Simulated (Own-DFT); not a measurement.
Simulation results for GaP (zincblende, strained, atoms displaced), SiC (2H silicon carbide, atoms displaced), SiC (4H silicon carbide, strained, atoms displaced)

All values are calculated (Own-DFT development build). A calculation, not a measurement: plane-wave PBE density functional theory by an unreviewed code, no spin, of a simulated periodic cell, stress positive in tension, free energy of the whole cell less one offset for each atom, forces on such cells passed a denser k mesh, this cell's mesh not checked; offsets are fitted by least squares, one for each functional and potential file, so energies compare only between cells with the same atoms and settings and are not formation energies; the far tail of each file's local potential was reset to the Coulomb form; each entry is a single point on an unrelaxed cell, so the pressure reflects the starting lattice, mostly measured values (interpolated for alloys), from which strain is counted, and rises with the displacements; printed positions are rounded, which can move forces by about a meV/angstrom; the program, named Own-DFT, is a retired in-house code; no spin-orbit coupling.

Settings shared by all entries: functional PBE; potential files PseudoDojo norm-conserving, scalar-relativistic, standard set; wave cutoff 42 hartree; occupations Fermi-Dirac; smearing width 0.1 eV; hardware one NVIDIA H100.

(1) GaP (zincblende, strained, atoms displaced)

```
GaP
1.0
     10.8620     0.0000     0.0000
      0.0000    10.8620     0.0000
      0.0000     0.0000    10.9439
Ga P Ga P Ga P Ga P Ga P Ga P Ga P Ga P
4 4 4 4 4 4 4 4 4 4 4 4 4 4 4 4
Direct
  0.00039 0.00075 0.99635
  0.99635 0.24974 0.24585
  0.24862 0.99895 0.25188
  0.25215 0.24865 0.99889
  0.12452 0.12475 0.12502
  0.11936 0.37924 0.37672
  0.37454 0.12401 0.37511
  0.37521 0.37230 0.12432
  0.00327 0.99810 0.49894
  0.99910 0.24758 0.75342
  0.24832 0.00233 0.74900
  0.24735 0.24649 0.49864
  0.12280 0.12597 0.62474
  0.12690 0.37781 0.87301
  0.37403 0.13079 0.87250
  0.37654 0.37440 0.62947
  0.00229 0.49891 0.00240
  0.99532 0.74506 0.25264
  0.24918 0.49886 0.25315
  0.24851 0.75438 0.00250
  0.12500 0.62573 0.12796
  0.12542 0.87525 0.37383
  0.37026 0.62581 0.38287
  0.37027 0.88010 0.12570
  0.99801 0.49689 0.49768
  0.00215 0.74853 0.75027
  0.25026 0.50580 0.74538
  0.24455 0.74895 0.50177
  0.12421 0.62201 0.62240
  0.12315 0.87952 0.87531
  0.37541 0.62622 0.87706
  0.37662 0.87669 0.62129
  0.49937 0.99627 0.99807
  0.49771 0.25143 0.25705
  0.74693 0.00016 0.25179
  0.74860 0.24720 0.99791
  0.62367 0.12636 0.12308
  0.62546 0.37430 0.37286
  0.87319 0.12730 0.37544
  0.87464 0.37765 0.12454
  0.50183 0.99811 0.50381
  0.50386 0.24381 0.75069
  0.75191 0.99724 0.75528
  0.75029 0.25364 0.49926
  0.62596 0.12450 0.62304
  0.62511 0.37807 0.87198
  0.87505 0.12496 0.87453
  0.88055 0.37338 0.62525
  0.49900 0.49658 0.99815
  0.50614 0.75363 0.24811
  0.74773 0.49911 0.24691
  0.74878 0.75130 0.99735
  0.62081 0.62048 0.12625
  0.62389 0.87430 0.37346
  0.87426 0.62531 0.37335
  0.86739 0.86969 0.12536
  0.49730 0.49665 0.50040
  0.50455 0.75683 0.75419
  0.75297 0.50305 0.74933
  0.75134 0.75058 0.50172
  0.62498 0.62158 0.62230
  0.62463 0.87722 0.87383
  0.87419 0.62719 0.87535
  0.87359 0.87518 0.62427
```

| Quantity | Value |
| --- | --- |
| k mesh | 3 x 3 x 3 centred on Gamma |
| free energy of cell above offsets | -35.196 eV |
| pressure | 3.09 GPa |
| stress xx | -3.29 GPa |
| stress yy | -3.25 GPa |
| stress zz | -2.73 GPa |
| stress yz | -0.21 GPa |
| stress xz | 0.4 GPa |
| stress xy | -0.23 GPa |
| wall time | 515.3 s |

Force:
| element | x (eV/Å) | y (eV/Å) | z (eV/Å) |
| --- | --- | --- | --- |
| Ga | -0.482 | -0.16 | 0.856 |
| Ga | 0.203 | 0.149 | 0.401 |
| Ga | -0.058 | 0.456 | -0.057 |
| Ga | -0.432 | 0.323 | 0.143 |
| P | -0.008 | -0.026 | -0.115 |
| P | 0.595 | -1.051 | -0.564 |
| P | -0.005 | -0.224 | 0.311 |
| P | -0.124 | 0.224 | 0.384 |
| Ga | -0.49 | 0.304 | 0.008 |
| Ga | 0.362 | 0.342 | -0.199 |
| Ga | 0.335 | -0.017 | -0.139 |
| Ga | 0.155 | 0.699 | 0.159 |
| P | -0.009 | -0.175 | 0.076 |
| P | -0.024 | -0.179 | 0.123 |
| P | 0.179 | -1.048 | 0.223 |
| P | -0.218 | -0.445 | -0.387 |
| Ga | -0.054 | 0.286 | -0.279 |
| Ga | 0.39 | 0.611 | -0.48 |
| Ga | 0.213 | 0.119 | -0.122 |
| Ga | -0.074 | -0.336 | -0.173 |
| P | 0.069 | 0.029 | -0.162 |
| P | -0.339 | -0.373 | -0.027 |
| P | 0.669 | 0.063 | -0.987 |
| P | 0.704 | -0.538 | 0.025 |
| Ga | -0.246 | 0.558 | 0.236 |
| Ga | -0.162 | 0.147 | -0.128 |
| Ga | 0.314 | -0.39 | 0.466 |
| Ga | 0.318 | 0.341 | 0.038 |
| P | -0.481 | 0.358 | 0.12 |
| P | 0.352 | -0.556 | -0.306 |
| P | -0.089 | 0.398 | -0.167 |
| P | -0.506 | -0.373 | 0.756 |
| Ga | -0.338 | 0.792 | 0.148 |
| Ga | 0.104 | -0.264 | -0.841 |
| Ga | 0.163 | 0.205 | -0.282 |
| Ga | -0.011 | 0.598 | 0.117 |
| P | -0.269 | -0.192 | 0.335 |
| P | -0.038 | 0.338 | 0.374 |
| P | 0.217 | -0.387 | -0.068 |
| P | -0.241 | -0.409 | -0.34 |
| Ga | -0.052 | 0.258 | -0.647 |
| Ga | -0.058 | 0.75 | -0.203 |
| Ga | -0.034 | 0.423 | -0.795 |
| Ga | 0.075 | -0.135 | 0.19 |
| P | 0.483 | -0.159 | 0.285 |
| P | 0.274 | -0.466 | 0.053 |
| P | -0.112 | -0.048 | 0.179 |
| P | -0.659 | 0.111 | 0.219 |
| Ga | -0.16 | 0.091 | 0.132 |
| Ga | -1.188 | -0.486 | 0.147 |
| Ga | 0.189 | 0.119 | 0.272 |
| Ga | -0.414 | -0.538 | 0.251 |
| P | 0.263 | 0.475 | -0.597 |
| P | 0.286 | 0.214 | 0.578 |
| P | -0.475 | -0.468 | 0.512 |
| P | 0.851 | 0.731 | 0.082 |
| Ga | 0.037 | 0.066 | -0.017 |
| Ga | -0.619 | -0.95 | -0.836 |
| Ga | -0.003 | -0.25 | -0.236 |
| Ga | -0.3 | -0.222 | -0.255 |
| P | -0.068 | 0.518 | 0.329 |
| P | 0.272 | -0.024 | 0.511 |
| P | 0.35 | -0.211 | 0.147 |
| P | 0.415 | 0.001 | 0.226 |

(2) SiC (2H silicon carbide, atoms displaced)

```
SiC
1.0
      9.2481     0.0000     0.0000
     -4.6241     8.0091     0.0000
      0.0000     0.0000    10.0681
Si C Si C Si C Si C Si C Si C Si C Si C Si C Si C Si C Si C Si C Si C Si C Si C Si C Si C
2 2 2 2 2 2 2 2 2 2 2 2 2 2 2 2 2 2 2 2 2 2 2 2 2 2 2 2 2 2 2 2 2 2 2 2
Direct
  0.00437 0.99562 0.00169
  0.09710 0.21503 0.24815
  0.00462 0.98630 0.18601
  0.10803 0.21961 0.44275
  0.00311 0.99854 0.49633
  0.10270 0.22252 0.74927
  0.99410 0.99105 0.69383
  0.10832 0.21689 0.93045
  0.00365 0.34714 0.00044
  0.11318 0.55067 0.25874
  0.00839 0.34341 0.18364
  0.12416 0.55783 0.43943
  0.01242 0.33552 0.50729
  0.10979 0.55769 0.74792
  0.99664 0.33685 0.68397
  0.11081 0.54985 0.94639
  0.01142 0.67041 0.99649
  0.09358 0.87120 0.24238
  0.99888 0.65830 0.18793
  0.11640 0.90024 0.42790
  0.98888 0.66368 0.49889
  0.10604 0.89029 0.75023
  0.00343 0.67735 0.69236
  0.11163 0.89194 0.93699
  0.33534 0.00636 0.00585
  0.44018 0.20783 0.24581
  0.32892 0.00476 0.19504
  0.43577 0.21752 0.44382
  0.33484 0.01427 0.50048
  0.43658 0.22424 0.75103
  0.32650 0.98849 0.69676
  0.44224 0.20922 0.93263
  0.34407 0.32974 0.99062
  0.44786 0.56082 0.25147
  0.32177 0.32318 0.18706
  0.45066 0.56441 0.44656
  0.32790 0.32854 0.49408
  0.44476 0.55076 0.75233
  0.33004 0.32436 0.68967
  0.44837 0.55804 0.94151
  0.33825 0.68629 0.00001
  0.45159 0.89263 0.24916
  0.33574 0.66754 0.18181
  0.44928 0.89534 0.43953
  0.32888 0.67557 0.50554
  0.44086 0.89450 0.75643
  0.33149 0.66472 0.67461
  0.44584 0.90850 0.93257
  0.65985 0.00300 0.00159
  0.76104 0.21796 0.24445
  0.67371 0.01523 0.18804
  0.77588 0.22556 0.43231
  0.68039 0.02194 0.49536
  0.76871 0.22247 0.75475
  0.67731 0.01207 0.68640
  0.77420 0.21471 0.92635
  0.65599 0.32491 0.98895
  0.78027 0.55637 0.24378
  0.66500 0.32774 0.18393
  0.77845 0.56049 0.42147
  0.67462 0.33230 0.50314
  0.77804 0.55899 0.76571
  0.66049 0.32542 0.68374
  0.76697 0.54278 0.93398
  0.66679 0.67262 0.00562
  0.78189 0.88599 0.25526
  0.67921 0.68167 0.19167
  0.76270 0.87337 0.43339
  0.66520 0.67000 0.50095
  0.79052 0.88439 0.75016
  0.65717 0.66367 0.69265
  0.76756 0.87876 0.94293
```

| Item | Value |
| --- | --- |
| k mesh | 4 x 4 x 3 centred on Gamma |
| free energy of cell above offsets | -2.324 eV |
| pressure | 6.71 GPa |
| stress xx | -3.18 GPa |
| stress yy | -7.53 GPa |
| stress zz | -9.44 GPa |
| stress yz | 0.83 GPa |
| stress xz | -0.6 GPa |
| stress xy | 0.86 GPa |
| wall time | 359.5 s |

Force:
| element | x (eV/Å) | y (eV/Å) | z (eV/Å) |
| --- | --- | --- | --- |
| Si | -2.465 | 0.665 | -0.546 |
| Si | 1.837 | 0.246 | -0.231 |
| C | -3.648 | 2.332 | -0.067 |
| C | -0.277 | -0.373 | -1.265 |
| Si | -1.413 | -1.084 | 0.669 |
| Si | 0.832 | -0.499 | -0.265 |
| C | 1.375 | 2.509 | -2.516 |
| C | 0.005 | 0.831 | 1.874 |
| Si | 0.911 | -4.723 | 0.034 |
| Si | 0.182 | 1.18 | -1.661 |
| C | -1.461 | -2.249 | 0.992 |
| C | -2.9 | -0.832 | 0.353 |
| Si | -2.217 | 0.452 | -2.053 |
| Si | 0.652 | 0.272 | 0.083 |
| C | -0.176 | -0.133 | 1.941 |
| C | 0.256 | 3.966 | -3.149 |
| Si | -1.897 | -1.035 | 0.703 |
| Si | 3.177 | 1.706 | 2.054 |
| C | 0.518 | -0.358 | -0.932 |
| C | 0.075 | -2.14 | 1.441 |
| Si | 1.594 | 1.351 | -0.247 |
| Si | 1.674 | 0.457 | 0.485 |
| C | -0.815 | -2.447 | -0.633 |
| C | 1.019 | -0.924 | 0.396 |
| Si | -1.169 | -1.304 | 0.232 |
| Si | -1.67 | 4.219 | 2.043 |
| C | 1.045 | -4.213 | -2.398 |
| C | 1.771 | 2.952 | -1.941 |
| Si | 1.168 | -4.106 | 0.912 |
| Si | 2.221 | -2.233 | -1.263 |
| C | -1.624 | 2.527 | -2.008 |
| C | -0.979 | 2.123 | 0.238 |
| Si | -3.095 | 0.355 | 1.808 |
| Si | 0.308 | -1.096 | 0.132 |
| C | 1.504 | 1.041 | -0.064 |
| C | -1.728 | -1.733 | -1.637 |
| Si | 0.808 | 1.883 | 1.181 |
| Si | -1.635 | 0.283 | -0.463 |
| C | -2.101 | 1.257 | -0.793 |
| C | -0.857 | 0.115 | -0.487 |
| Si | 1.165 | -2.388 | -0.507 |
| Si | -1.209 | -0.374 | 1.013 |
| C | -0.207 | 1.076 | 1.56 |
| C | -0.534 | 0.748 | -0.276 |
| Si | 2.87 | 0.945 | -3.143 |
| Si | 2.454 | -0.87 | -3.413 |
| C | -0.023 | 0.212 | 6.411 |
| C | 0.763 | -2.347 | 2.47 |
| Si | 2.174 | -0.098 | -0.706 |
| Si | 3.239 | 2.938 | 1.406 |
| C | 0.633 | -3.756 | -0.867 |
| C | 1.806 | 1.855 | -0.534 |
| Si | -0.596 | -4.477 | 1.6 |
| Si | 1.481 | -0.121 | -3.219 |
| C | -0.107 | -1.897 | 0.159 |
| C | -0.015 | 1.744 | 4.075 |
| Si | 2.03 | 0.135 | 1.586 |
| Si | -0.683 | -0.765 | -0.884 |
| C | -2.258 | 1.177 | -1.186 |
| C | -0.059 | -1.105 | 3.757 |
| Si | -2.509 | 0.876 | -1.326 |
| Si | -0.376 | -0.536 | -5.596 |
| C | -0.556 | 1.842 | 1.707 |
| C | 0.606 | 1.84 | 4.189 |
| Si | 0.516 | -1.795 | -0.244 |
| Si | -0.561 | 2.054 | -1.184 |
| C | -0.798 | -3.427 | -1.244 |
| C | 1.065 | 4.429 | 1.25 |
| Si | 0.699 | -1.806 | 0.836 |
| Si | -5.171 | -0.366 | 1.169 |
| C | 2.522 | 0.367 | -0.89 |
| C | 0.83 | 2.643 | -0.924 |

(3) SiC (4H silicon carbide, strained, atoms displaced)

```
SiC
1.0
      9.1669    -0.0611     0.0202
     -4.6364     8.0858    -0.0499
      0.0220    -0.0501    10.0502
Si C Si C Si C Si C Si C Si C Si C Si C Si C Si C Si C Si C Si C Si C Si C Si C Si C Si C
2 2 2 2 2 2 2 2 2 2 2 2 2 2 2 2 2 2 2 2 2 2 2 2 2 2 2 2 2 2 2 2 2 2 2 2
Direct
  0.00304 0.00593 0.40990
  0.10659 0.21465 0.15554
  0.00480 0.00597 0.09565
  0.11667 0.22690 0.34673
  0.99425 0.32206 0.40436
  0.11590 0.55542 0.16161
  0.00415 0.33594 0.08989
  0.11429 0.55677 0.34997
  0.99736 0.66826 0.39821
  0.11560 0.89652 0.15021
  0.00165 0.66199 0.09541
  0.11444 0.88334 0.34385
  0.33412 0.99604 0.40692
  0.43831 0.21027 0.16608
  0.33328 0.99874 0.09142
  0.44550 0.22495 0.34696
  0.32836 0.33668 0.40074
  0.43530 0.53942 0.15617
  0.33174 0.33196 0.08959
  0.44854 0.56725 0.34301
  0.34063 0.66907 0.41577
  0.45215 0.88765 0.15374
  0.33103 0.66550 0.09469
  0.43177 0.87541 0.33537
  0.66458 0.00079 0.41211
  0.78699 0.21470 0.15218
  0.66572 0.00535 0.09341
  0.76956 0.21441 0.33993
  0.67862 0.33949 0.40527
  0.78392 0.55663 0.15576
  0.66396 0.33126 0.09090
  0.78038 0.55228 0.35375
  0.66611 0.66755 0.41348
  0.78353 0.89438 0.15751
  0.66528 0.67297 0.09651
  0.77498 0.89868 0.34706
  0.99938 0.00196 0.90373
  0.88956 0.77993 0.64762
  0.99684 0.99627 0.59347
  0.89677 0.77299 0.85115
  0.99850 0.66164 0.91004
  0.89544 0.45292 0.65241
  0.98705 0.65366 0.59214
  0.88883 0.44328 0.83620
  0.99368 0.32833 0.90812
  0.89562 0.12496 0.65359
  0.00108 0.32500 0.58581
  0.88668 0.11321 0.84942
  0.65911 0.99591 0.90162
  0.56699 0.78753 0.65840
  0.67546 0.00131 0.59917
  0.56749 0.78948 0.84997
  0.66788 0.68509 0.90957
  0.55694 0.44220 0.65313
  0.66547 0.66653 0.59229
  0.55847 0.44805 0.84593
  0.67296 0.33582 0.90284
  0.55953 0.11515 0.65298
  0.66631 0.33792 0.59332
  0.55876 0.12075 0.83820
  0.33494 0.00024 0.90779
  0.23528 0.77402 0.65702
  0.32414 0.99737 0.59332
  0.23404 0.78049 0.84372
  0.33056 0.66593 0.90335
  0.22440 0.44076 0.66509
  0.31799 0.65106 0.59040
  0.21398 0.44916 0.83664
  0.33577 0.33470 0.90881
  0.21648 0.11483 0.65432
  0.33494 0.32798 0.59342
  0.22322 0.11379 0.83553
```

| Property | Result |
| --- | --- |
| k mesh | 4 x 4 x 3 centred on Gamma |
| free energy of cell above offsets | -6.317 eV |
| pressure | 6.02 GPa |
| stress xx | -6.64 GPa |
| stress yy | -4.1 GPa |
| stress zz | -7.32 GPa |
| stress yz | -1.58 GPa |
| stress xz | 1.07 GPa |
| stress xy | -2.57 GPa |
| wall time | 369.3 s |

Force:
| element | x (eV/Å) | y (eV/Å) | z (eV/Å) |
| --- | --- | --- | --- |
| Si | 0.353 | -1.092 | -1.065 |
| Si | 0.312 | 2.44 | 0.247 |
| C | -0.196 | -1.339 | -1.006 |
| C | -1.257 | -1.666 | -1.579 |
| Si | -0.447 | 2.092 | -0.483 |
| Si | -0.553 | 0.064 | 0.108 |
| C | 0.565 | -0.408 | 1.222 |
| C | -0.167 | -1.248 | -0.59 |
| Si | 2.032 | -0.476 | 2.099 |
| Si | 0.172 | -2.059 | 1.407 |
| C | 0.201 | 1.09 | -0.013 |
| C | -1.885 | 1.63 | -0.807 |
| Si | -0.249 | 0.375 | -0.117 |
| Si | 0.692 | 1.994 | -2.313 |
| C | 0.719 | -0.11 | 0.331 |
| C | 0.073 | -0.437 | 0.479 |
| Si | 2.44 | 1.157 | 1.701 |
| Si | 0.02 | 3.581 | 0.105 |
| C | 0.165 | -1.796 | 1.52 |
| C | 0.73 | -2.296 | 0.358 |
| Si | -1.689 | -0.696 | -2.96 |
| Si | -1.741 | -0.789 | 0.013 |
| C | 1.234 | -0.353 | -1.014 |
| C | 1.187 | 2.005 | 2.637 |
| Si | -0.949 | -0.434 | -1.155 |
| Si | -2.944 | 2.02 | 0.389 |
| C | 1.685 | -1.325 | -1.17 |
| C | 1.084 | 0.473 | 0.562 |
| Si | -1.594 | -1.422 | 0.403 |
| Si | -1.724 | -0.779 | 0.277 |
| C | 0.92 | -0.162 | 0.847 |
| C | -1.812 | 1.086 | -2.526 |
| Si | 0.378 | 0.48 | -2.347 |
| Si | -1.315 | -0.758 | 0.425 |
| C | 0.747 | -0.695 | 0.269 |
| C | 1.958 | -1.161 | -0.107 |
| Si | 0.782 | -0.348 | -0.093 |
| Si | 1.012 | -1.211 | 2.22 |
| C | -0.593 | 1.212 | 0.128 |
| C | -2.213 | 1.692 | -1.477 |
| Si | 1.205 | -0.024 | -0.785 |
| Si | -0.072 | -2.881 | 0.155 |
| C | 1.406 | 3.901 | -0.954 |
| C | 0.827 | 0.288 | 1.372 |
| Si | -0.003 | 1.361 | -1.017 |
| Si | 0.809 | -2.574 | 1.639 |
| C | -0.61 | 2.412 | 1.219 |
| C | 0.358 | -0.653 | -1.33 |
| Si | -0.111 | 3.434 | 1.273 |
| Si | -0.804 | -1.848 | 0.195 |
| C | -1.86 | 0.504 | -0.963 |
| C | -2.298 | -1.961 | -2.263 |
| Si | 3.413 | -3.232 | 0.48 |
| Si | -0.745 | 0.574 | 1.357 |
| C | -0.389 | 0.107 | 1.291 |
| C | -0.404 | 0.895 | -0.391 |
| Si | -1.438 | 0.428 | 0.615 |
| Si | -1.133 | -0.081 | 0.049 |
| C | 1.71 | -1.04 | -0.663 |
| C | 0.302 | -1.596 | 0.801 |
| Si | -0.189 | 0.85 | -1.546 |
| Si | -3.746 | 0.739 | -0.151 |
| C | 1.919 | -0.248 | 0.013 |
| C | -1.566 | 0.066 | 0.123 |
| Si | 0.914 | -0.049 | 1.304 |
| Si | -0.109 | -0.749 | -3.857 |
| C | 2.863 | 1.665 | 2.108 |
| C | 1.511 | -0.776 | 3.48 |
| Si | -0.181 | 0.043 | -1.912 |
| Si | 1.542 | -0.986 | -0.265 |
| C | -1.088 | 1.201 | -0.607 |
| C | -0.17 | -0.096 | 2.309 |
